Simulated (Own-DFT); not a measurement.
# Computed records: Hf36O71 (tetragonal hafnia with one neutral oxygen vacancy, atoms displaced)

Computed with Own-DFT development build. A calculation, not a measurement: plane-wave PBE and HSE06 DFT by an unreviewed code, no spin, of a simulated cell at Gamma alone, so results move with cell size and shape, stress positive in tension, energies less offsets, not probed for a lower state with spin; hafnium file: forces about 75 meV/angstrom off all-electron values; oxygen file: force components 24 meV/angstrom off all-electron in a glass; k mesh not checked against a denser one; forces and stress are PBE's, HSE06 gives the energy alone, and its difference from PBE has offsets of its own; offsets are fitted by least squares, one for each functional and potential file, so energies compare only between cells with the same atoms and settings and are not formation energies; the far tail of each file's local potential was reset to the Coulomb form; each entry is a single point on an unrelaxed cell, so the pressure reflects the starting lattice, taken from the Materials Project, from which strain is counted, and rises with the displacements; printed positions are rounded, which can move forces by about a meV/angstrom; the program is a retired in-house code; no spin-orbit coupling.

Settings shared by all entries: first functional PBE; second functional HSE06; exact exchange share 0.25; screening 0.11 1/bohr; exchange divergence Gygi-Baldereschi; potential files PseudoDojo norm-conserving, scalar-relativistic, made for PBE, standard set; wave cutoff 48 hartree; occupations fixed; k mesh 1 x 1 x 1 centred on Gamma.

(1) Hf36O71 (tetragonal hafnia with one neutral oxygen vacancy, atoms displaced)

```xyz
107
Lattice="10.7800 0.0000 0.0000 0.0000 10.7800 0.0000 0.0000 0.0000 10.4493" Properties=species:S:1:pos:R:3 Hf36O71
Hf    10.7586    10.7013     0.0316
Hf     1.8080     1.7442     2.5878
O     10.7500     1.7939     1.5785
O      1.8606    10.7602     3.6653
O     10.7723     1.7046     4.1475
O      1.8771    10.7555     0.9843
Hf    10.7529    10.7667     5.2567
Hf     1.7571     1.7486     7.8459
O      0.0473     1.7656     6.8109
O      1.8415    10.6894     8.8171
O     10.7708     1.7363     9.3833
O      1.7630    10.7504     6.2716
Hf     0.0078     3.5687    10.3828
Hf     1.7141     5.3991     2.6063
O     10.7319     5.3847     1.5967
O      1.8039     3.6900     3.7094
O     10.7655     5.5036     4.1542
O      1.8291     3.5955     1.0246
Hf     0.0268     3.6205     5.2449
Hf     1.8309     5.3378     7.7778
O      0.0639     5.3748     6.8734
O      1.7346     3.6764     8.7390
O      0.0598     5.3632     9.4391
O      1.7681     3.5553     6.2473
Hf     0.0805     7.2712     0.0379
Hf     1.7141     8.9632     2.5542
O      0.0043     9.0167     1.5851
O      1.8572     7.2294     3.6250
O      0.0455     9.0129     4.1570
O      1.8229     7.1857     1.0070
Hf    10.7477     7.1977     5.2164
Hf     1.8673     8.8993     7.8010
O      0.0332     8.9279     6.8642
O      1.8026     7.1142     8.8426
O      0.0681     8.9126     9.5518
O      1.7245     7.2515     6.2276
Hf     3.5813    10.7293    10.4387
Hf     5.4046     1.7360     2.5471
O      3.6125     1.8418     1.6231
O      5.3914     0.0002     3.6139
O      3.5535     1.8071     4.2180
O      5.4632     0.0233     1.0601
Hf     3.6322    10.7292     5.1985
Hf     5.3871     1.7588     7.8240
O      3.6539     1.8093     6.8064
O      5.3985     0.1090     8.8144
O      3.5997     1.7703     9.4780
O      5.4562    10.6968     6.2994
Hf     3.5831     3.5603     0.1785
Hf     5.3059     5.3411     2.5630
O      3.6276     5.3589     1.5923
O      5.4065     3.5185     3.6757
O      3.6336     5.4150     4.1951
O      5.4765     3.5853     0.9948
Hf     3.6686     3.5612     5.1745
Hf     5.4371     5.3805     7.8622
O      3.6146     5.3916     6.8504
O      5.3789     3.6736     8.9045
O      3.5588     5.3653     9.5163
O      5.4233     3.5274     6.1981
Hf     3.5950     7.1932     0.0293
Hf     5.3791     8.9372     2.6123
O      3.5632     8.9492     1.5458
O      5.3583     7.1609     3.7017
O      3.6077     8.9727     4.2413
O      5.4640     7.1410     1.0148
Hf     3.5907     7.2147     5.2337
Hf     5.4910     8.9362     7.7826
O      3.6355     9.0001     6.8065
O      5.3095     7.2289     8.8782
O      3.5740     8.9805     9.5029
O      5.3939     7.0926     6.2421
Hf     7.1099     0.0135     0.0053
Hf     9.0378     1.8932     2.6188
O      7.1591     1.7172     1.5780
O      8.9274    10.7085     3.6065
O      7.2052     1.8576     4.1315
O      8.9464    10.7392     1.0660
Hf     7.1331     0.0105     5.1979
Hf     8.9314     1.6872     7.9189
O      7.2380     1.7881     6.8617
O      8.9860     0.0502     8.9004
O      7.1254     1.7060     9.4281
O      9.1082     0.0061     6.2799
Hf     7.2022     3.5997    10.3695
Hf     9.0346     5.3631     2.6117
O      7.1696     5.3754     1.5781
O      8.9337     3.5967     3.6593
O      7.1663     5.4780     4.2014
O      9.0087     3.5279     1.0309
Hf     7.1854     3.5682     5.2629
Hf     9.0132     5.3577     7.7867
O      7.2054     5.4097     6.8018
O      9.0340     3.5919     8.7673
O      7.1355     5.3534     9.4296
O      8.9089     3.5564     6.2994
Hf     7.1841     7.2420    10.3769
Hf     8.9791     8.9592     2.7320
O      7.2036     8.9434     1.5646
O      8.8616     7.1479     3.6409
O      7.1321     8.9440     4.1801
O      8.9471     7.0542     0.9252
Hf     7.2189     7.1833     5.2503
Hf     8.9622     9.0303     7.9115
O      7.1495     8.9928     6.8630
O      7.2789     8.9613     9.4597
O      9.0262     7.1844     6.1875
```

- PBE energy of cell above offsets: -96.911 eV
- HSE06 less PBE above offsets: 0.048 eV
- PBE pressure: 2.52 GPa
- PBE stress xx: -2.62 GPa
- PBE stress yy: -1.97 GPa
- PBE stress zz: -2.97 GPa
- PBE stress yz: 1.4 GPa
- PBE stress xz: 0.39 GPa
- PBE stress xy: -0.06 GPa

Force:
| element | x (eV/Å) | y (eV/Å) | z (eV/Å) |
| --- | --- | --- | --- |
| Hf | -0.513 | 1.378 | 0.428 |
| Hf | -0.312 | 0.315 | 1.282 |
| O | 1.605 | -0.303 | -0.261 |
| O | 0.086 | -0.02 | -1.159 |
| O | -0.076 | 1.528 | 0.218 |
| O | -1.873 | 0.561 | 0.876 |
| Hf | 1.765 | 0.275 | -0.288 |
| Hf | 0.902 | 0.252 | -0.308 |
| O | -1.204 | 0.4 | -0.152 |
| O | -0.27 | 0.653 | 0.492 |
| O | 0.61 | 0.093 | 0.659 |
| O | 1.038 | 0.058 | -0.594 |
| Hf | -0.024 | 0.412 | -0.327 |
| Hf | 1.126 | 0.279 | 0.584 |
| O | 1.454 | -0.26 | -0.191 |
| O | -0.751 | -1.177 | -1.058 |
| O | 0.031 | -1.633 | 0.258 |
| O | -1.897 | -0.106 | 0.657 |
| Hf | -0.085 | -0.782 | 0.359 |
| Hf | 0.726 | 1.061 | 1.016 |
| O | -1.736 | -0.203 | -1.781 |
| O | -0.065 | -3.095 | 1.64 |
| O | -1.114 | 0.898 | 0.534 |
| O | 0.63 | 0.101 | -0.699 |
| Hf | -1.582 | -3.927 | -0.288 |
| Hf | 1.944 | 0.379 | 1.459 |
| O | -0.856 | -0.417 | -0.178 |
| O | -0.368 | -0.598 | -0.578 |
| O | -0.567 | -0.875 | 0.166 |
| O | -0.337 | -0.092 | 1.036 |
| Hf | 1.005 | 1.106 | 0.316 |
| Hf | -0.458 | 0.063 | 0.118 |
| O | -1.196 | 0.341 | 0.576 |
| O | 0.211 | 1.079 | 0.191 |
| O | -0.942 | 2.218 | -2.013 |
| O | 1.282 | -0.288 | -0.263 |
| Hf | 0.873 | 0.47 | -0.691 |
| Hf | 1.122 | 1.142 | 0.911 |
| O | -0.509 | -0.112 | -0.126 |
| O | -0.009 | -0.316 | 0.86 |
| O | -0.169 | -0.857 | -0.335 |
| O | -2.38 | -0.54 | -0.189 |
| Hf | -1.223 | 0.816 | 0.675 |
| Hf | -0.318 | 2.286 | 0.134 |
| O | -0.905 | -0.385 | 0.119 |
| O | 0.056 | -3.558 | 1.003 |
| O | -0.432 | 0.635 | 0.129 |
| O | -0.593 | 0.609 | -0.989 |
| Hf | 1.819 | 0.644 | -3.035 |
| Hf | 2.941 | 0.512 | 1.695 |
| O | -1.899 | -0.11 | -0.09 |
| O | -0.649 | 0.653 | -0.947 |
| O | -0.167 | -0.472 | 0.292 |
| O | -1.01 | -0.291 | 0.705 |
| Hf | -0.657 | 0.715 | 0.427 |
| Hf | -0.731 | 0.483 | 0.065 |
| O | 0.314 | -0.122 | -0.482 |
| O | 0.382 | -1.859 | -0.772 |
| O | 0.158 | -0.069 | 0.142 |
| O | -0.071 | 0.365 | 0.998 |
| Hf | 1.069 | -0.891 | -0.886 |
| Hf | 0.57 | -1.139 | -0.073 |
| O | 0.7 | 0.144 | 1 |
| O | -0.35 | 0.694 | -1.258 |
| O | 0.4 | 0.368 | -0.504 |
| O | -1.549 | 0.442 | 0.265 |
| Hf | 0.346 | -1.12 | -0.283 |
| Hf | -2.856 | 0.44 | 1.269 |
| O | 0.405 | -0.283 | 0.051 |
| O | 0.632 | -0.366 | -0.275 |
| O | 0.139 | -0.218 | -1 |
| O | 0.195 | 1.062 | 0.585 |
| Hf | 1.698 | -0.254 | 1.362 |
| Hf | -1.552 | -1.677 | -0.34 |
| O | 1.099 | 0.377 | -0.063 |
| O | -0.064 | 1.24 | 1.019 |
| O | -0.007 | -1.672 | 1.184 |
| O | 0.806 | -0.009 | -1.091 |
| Hf | 1.323 | 0.518 | -0.896 |
| Hf | 1.554 | 2.606 | -1.884 |
| O | -1.022 | -0.649 | -0.873 |
| O | 0.353 | -2.683 | 0.924 |
| O | 0.851 | 1.984 | -0.48 |
| O | -3.043 | -0.293 | 0.49 |
| Hf | -0.261 | 0.098 | 1.178 |
| Hf | -3.021 | 0.642 | -0.525 |
| O | 0.553 | -0.726 | 0.502 |
| O | 0.936 | 0.601 | 0.234 |
| O | 0.066 | -1.795 | 0.687 |
| O | -0.117 | -0.012 | -0.403 |
| Hf | 0.041 | 1.232 | -1.343 |
| Hf | 0.005 | 0.614 | 0.549 |
| O | 0.167 | -0.042 | 0.384 |
| O | -0.352 | -0.63 | 1.392 |
| O | 0.765 | 1.143 | -0.751 |
| O | 1.884 | 0.576 | -0.902 |
| Hf | 0.401 | -2.244 | 1.874 |
| Hf | -1.2 | 0.283 | -1.9 |
| O | -0.308 | -0.111 | 0.682 |
| O | 1.09 | 0.724 | -0.208 |
| O | 0.144 | 1.049 | 0.72 |
| O | 1.265 | 0.774 | -0.331 |
| Hf | -1.016 | -1.32 | -0.982 |
| Hf | 0.818 | -1.281 | -0.918 |
| O | 2.923 | -0.045 | -1.008 |
| O | -0.02 | 1.458 | -1.567 |
| O | -0.593 | 0.086 | 1.166 |

(2) Hf36O71 (tetragonal hafnia with one neutral oxygen vacancy, atoms displaced)

```xyz
107
Lattice="10.7800 0.0000 0.0000 0.0000 10.7800 0.0000 0.0000 0.0000 10.4493" Properties=species:S:1:pos:R:3 Hf36O71
Hf     0.1671    10.6914     0.0620
Hf     1.8923     1.8063     2.6438
O     10.7169     1.8297     1.5353
O      1.7532     0.0823     3.5708
O      0.0203     1.8055     4.1619
O      1.8740     0.0417     1.0445
Hf    10.7316     0.0726     5.2577
Hf     1.8526     1.6882     7.8613
O     10.7274     1.8547     6.8265
O      1.9403     0.0273     8.8878
O     10.6101     1.7780     9.4488
O      1.8775    10.7077     6.0037
Hf    10.6512     3.5713     0.0425
Hf     1.9465     5.2566     2.5389
O      0.0744     5.4216     1.6959
O      1.7634     3.6154     3.6761
O     10.6877     5.3068     4.2173
O      1.8036     3.6411     0.8919
Hf    10.7644     3.6270     5.2189
Hf     1.8608     5.3273     7.7653
O     10.7313     5.3099     6.7282
O      1.6615     3.6015     8.8229
O      0.1664     5.3069     9.4271
O      1.9020     3.6377     6.2180
Hf     0.0988     7.0619     0.0565
Hf     1.7824     8.8456     2.7226
O      0.0513     8.9264     1.6282
O      1.9038     7.1116     3.6886
O      0.0594     8.9322     4.2619
O      1.8250     7.1779     1.0212
Hf     0.0130     7.1591     5.1704
Hf     1.8115     9.0368     7.9730
O      0.0288     8.8848     6.7724
O      1.7692     7.1011     8.8170
O     10.7058     9.0631     9.3189
O      1.8335     7.0157     6.3029
Hf     3.5874     0.0129     0.1224
Hf     5.3862     1.8037     2.6697
O      3.5953     1.7603     1.6585
O      5.3816     0.0348     3.6245
O      3.7208     1.8883     4.1427
O      5.4008     0.0947     0.9083
Hf     3.5522    10.6976     5.1922
Hf     5.4763     1.9135     7.9415
O      3.6594     1.7814     6.8510
O      5.4708     0.0424     8.8934
O      3.4354     1.7743     9.3944
O      5.4333    10.7433     6.2246
Hf     3.5466     3.6322     0.0321
Hf     5.4632     5.4380     2.5510
O      3.6484     5.3157     1.5366
O      5.4385     3.7448     3.6620
O      3.7725     5.4247     4.2694
O      5.2651     3.5879     1.0531
Hf     3.5809     3.5812     5.2501
Hf     5.4524     5.3555     7.7528
O      3.5775     5.4884     6.8427
O      5.4506     3.5152     8.9089
O      3.5840     5.4722     9.3694
O      5.1939     3.5629     6.1949
Hf     3.6862     7.1745     0.0635
Hf     5.4063     8.7103     2.6377
O      3.5697     8.9892     1.4893
O      5.4281     7.1932     3.5895
O      3.5704     8.9659     4.3509
O      5.4346     7.1151     1.0239
Hf     3.4237     7.2462     5.1303
Hf     5.3454     8.9587     7.9100
O      3.5956     9.0822     6.8762
O      5.3836     7.1379     8.9052
O      3.4613     9.0108     9.4338
O      5.2237     7.1412     6.2039
Hf     7.1404     0.0876     0.0192
Hf     8.9696     1.7450     2.7147
O      7.3208     1.8595     1.5297
O      9.1557     0.0615     3.6242
O      6.9787     1.8616     4.2206
O      9.0290     0.1061     0.9981
Hf     7.0875     0.0228     5.1335
Hf     9.0184     1.7910     7.8193
O      7.1545     1.7463     6.8604
O      9.0534    10.7482     8.9384
O      7.1903     1.8349     9.3643
O      8.9658     0.0924     6.1920
Hf     7.0910     3.6099    10.4461
Hf     8.9681     5.3729     2.5915
O      7.1515     5.2580     1.6267
O      8.8480     3.6049     3.7280
O      7.2307     5.4660     4.2072
O      9.1470     3.6685     0.9732
Hf     7.1875     3.6592     4.9572
Hf     8.9125     5.3553     7.9780
O      7.1032     5.3502     6.8160
O      8.9877     3.5780     8.9568
O      7.0562     5.4186     9.4626
O      8.9543     3.3333     6.1417
Hf     7.2149     7.0935    10.3495
Hf     9.0187     8.9551     2.6176
O      9.0667     7.1226     3.5827
O      7.1981     8.8913     4.1691
O      8.9572     7.2957     0.9480
Hf     7.2560     7.1057     5.3732
Hf     8.7683     8.9865     7.7667
O      7.2797     8.9846     6.7242
O      9.1452     7.1879     8.9230
O      7.2362     8.8492     9.2910
O      9.0265     7.1532     6.2255
```

- PBE energy of cell above offsets: -88.883 eV
- HSE06 less PBE above offsets: 0.498 eV
- PBE pressure: 5.24 GPa
- PBE stress xx: -5.68 GPa
- PBE stress yy: -4.87 GPa
- PBE stress zz: -5.17 GPa
- PBE stress yz: 1 GPa
- PBE stress xz: 1.05 GPa
- PBE stress xy: -0.08 GPa

Force:
| element | x (eV/Å) | y (eV/Å) | z (eV/Å) |
| --- | --- | --- | --- |
| Hf | -3.792 | 1.414 | -1.577 |
| Hf | -2.506 | 0.102 | -0.233 |
| O | 1.382 | 0.111 | 1.634 |
| O | 0.803 | -2.03 | -0.029 |
| O | -0.236 | 0.776 | 0.497 |
| O | -0.798 | 0.03 | 0.921 |
| Hf | 0.384 | -0.541 | -0.281 |
| Hf | 0.269 | 3.686 | -0.377 |
| O | 2.739 | -1.212 | -0.452 |
| O | -1.492 | -0.762 | 0.387 |
| O | 1.233 | -0.774 | 0.096 |
| O | -3.28 | 0.788 | 3.006 |
| Hf | 5.796 | -1.974 | -3.924 |
| Hf | -1.645 | 0.312 | 0.912 |
| O | -0.528 | 0.678 | -0.596 |
| O | 0.57 | -0.03 | -1.085 |
| O | 0.007 | 1.217 | -0.887 |
| O | -0.14 | 0.197 | 2.386 |
| Hf | 0.488 | -0.728 | 1.694 |
| Hf | -1.468 | 0.113 | 0.738 |
| O | -1.044 | -0.308 | 1.326 |
| O | 1.469 | -1.901 | -0.826 |
| O | -1.991 | 1.396 | 0.885 |
| O | -2.179 | -0.328 | 0.349 |
| Hf | -0.742 | 0.706 | -2.566 |
| Hf | -0.285 | 2.186 | -1.429 |
| O | 0.316 | 0.307 | 0.12 |
| O | -0.905 | -0.559 | -0.986 |
| O | 0.288 | 0.824 | -1.362 |
| O | 1.295 | -0.059 | 1.047 |
| Hf | 0.345 | -0.811 | 2.444 |
| Hf | -1.609 | -2.805 | -1.267 |
| O | -0.186 | 0.743 | 0.31 |
| O | -0.287 | 1.937 | 0.826 |
| O | 2.308 | -0.882 | 1.992 |
| O | -1.322 | 1.15 | -1.645 |
| Hf | 0.43 | 0.282 | -2.35 |
| Hf | 0 | 0.431 | -0.152 |
| O | 0.667 | 0.209 | -1.067 |
| O | 0.289 | -1.785 | -0.722 |
| O | -0.63 | -1.124 | -0.023 |
| O | 0.326 | 0.191 | 1.977 |
| Hf | 3.549 | 3.176 | 0.717 |
| Hf | -0.828 | -3.974 | -3.243 |
| O | -1.145 | -0.701 | 0.031 |
| O | -0.11 | -1.236 | -0.416 |
| O | 1.105 | 1.069 | 1.596 |
| O | -0.321 | -0.812 | -0.406 |
| Hf | -0.638 | -0.303 | -2.925 |
| Hf | -2.042 | -1.259 | 1.874 |
| O | 0.245 | 0.904 | 0.078 |
| O | 0.714 | -1.174 | -1.307 |
| O | -1.103 | -0.089 | -1.479 |
| O | 2.047 | -0.386 | -0.1 |
| Hf | -0.698 | 0.724 | -1.03 |
| Hf | -5.176 | 0.503 | 0.551 |
| O | 1.915 | -1.1 | 0.097 |
| O | -0.087 | 3.745 | 1.374 |
| O | 0.368 | -1.751 | 1.365 |
| O | 4.498 | 0.718 | 2.242 |
| Hf | -2.129 | 0.317 | -2.549 |
| Hf | 1.196 | 5.746 | -2.372 |
| O | 0.801 | -0.739 | 2.147 |
| O | -0.272 | -2.892 | 1.658 |
| O | -0.138 | 0.732 | -3.588 |
| O | 0.56 | 0.59 | 0.787 |
| Hf | 1.377 | -4.171 | 4.253 |
| Hf | -0.299 | 1.101 | -0.966 |
| O | -0.226 | -0.158 | 0.109 |
| O | 0.001 | 0.798 | -0.435 |
| O | 1.517 | -0.954 | 0.521 |
| O | 2.971 | 0.586 | 0.43 |
| Hf | 2.608 | -0.342 | -1.316 |
| Hf | 2.305 | 0.836 | -2.573 |
| O | -1.875 | 0.442 | 0.286 |
| O | -1.071 | -2.282 | 0.568 |
| O | 0.903 | -1.706 | -1.313 |
| O | -0.614 | -1.655 | 0.847 |
| Hf | -0.48 | -0.34 | 1.614 |
| Hf | -0.62 | -1.049 | 0.712 |
| O | -0.215 | 0.138 | -0.287 |
| O | -1.934 | -0.105 | -2.032 |
| O | -0.009 | 0.389 | 1.415 |
| O | -0.657 | -0.606 | 0.231 |
| Hf | 0.804 | -1.911 | 0.736 |
| Hf | 1.605 | -0.259 | 0.51 |
| O | 1.769 | -0.09 | -1.39 |
| O | 0.295 | -0.121 | -2.001 |
| O | 0.046 | 1.069 | -1.007 |
| O | -7.109 | 1.492 | 3.71 |
| Hf | -0.538 | -0.82 | 4.076 |
| Hf | 3.202 | 0.37 | -1.423 |
| O | 3.049 | 0.245 | -0.77 |
| O | -0.971 | 1.49 | -0.981 |
| O | 0.918 | -2.284 | -1.503 |
| O | -0.918 | 1.293 | 0.527 |
| Hf | 0.712 | 3.916 | 1.262 |
| Hf | -0.823 | 0.035 | -0.499 |
| O | 0.009 | 1.05 | -0.055 |
| O | 0.328 | 0.567 | -0.246 |
| O | -0.031 | -0.594 | 1.037 |
| Hf | -1.733 | 1.65 | -1.08 |
| Hf | 6.895 | 1.095 | 3.553 |
| O | -4.722 | -0.626 | -1.86 |
| O | -1.523 | -1.881 | -1.108 |
| O | -0.723 | 0.725 | 1.08 |
| O | -0.872 | -0.319 | 0.549 |
